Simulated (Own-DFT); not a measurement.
# Two functionals across a range of volumes: C40 NbSi2, 36 atoms (Nb12Si24)

No measurement is shown. These are fixed-geometry runs of a retired plane-wave code named Own-DFT, which no person has reviewed; spin and spin-orbit coupling are neglected.

Keep in mind: forces on such cells failed a check on a denser k mesh; stress not checked against mesh or cutoff.

Each geometry was run with PBE and with PBEsol, otherwise alike: PseudoDojo norm-conserving scalar-relativistic files made for PBE; cutoff 42 hartree; 4 x 4 x 5 k mesh centred on Gamma; cold (Marzari-Vanderbilt) smearing of 0.2 eV. Unstrained cell vectors in Å: (0.000, 8.324, 0.000); (-9.613, 0.000, 0.000); (0.000, 0.000, 6.586). Each has a uniform strain, of which the change of volume is shown, and random moves of rms u per axis.

```
run  volume change (%)   u (Å)  P with PBE (GPa)  P with PBEsol (GPa)
  1               3.47  0.0507             -2.99                -6.50
  2              -0.06  0.0491              3.59                -0.06
  3               0.16  0.0477              2.06                -1.58
  4               1.72  0.0422             -1.01                -4.59
  5              -1.62  0.0449              6.11                 2.39
  6              -2.03  0.0515              7.16                 3.41
  7               1.86  0.0554              0.55                -3.03
  8              -2.38  0.0426              7.15                 3.39
  9              -3.43  0.0465             10.13                 6.32
 10              -0.59  0.0488              3.86                 0.18
 11               3.24  0.0515             -2.59                    ?
```

Asked: by how much does PBEsol shrink this cell, and what belongs in the blank?

## Answer

Write v for the change of volume as a fraction. Fitted to v and u², the PBE pressure has a slope of -195 ± 7 GPa in v, with the ions held to the strained lattice. The difference PBEsol less PBE is -3.66 + 4.3 v GPa (slope ± 0.1) and averages -3.67 GPa. Divided by the mean slope of the two, 193 GPa, that makes PBEsol's volume at a given pressure, near 2 GPa, about 1.9 % smaller, or 0.63 % in lengths. At one volume PBEsol's slope is the smaller by 4 GPa, but its pressure there is lower too. If stiffness rises by about 4 GPa for each GPa, PBEsol at equal pressure is stiffer by about 10 GPa. Files made for PBEsol would give a different shift.

For run 11 the line gives -6.10 GPa. The calculation gave -6.11 GPa.
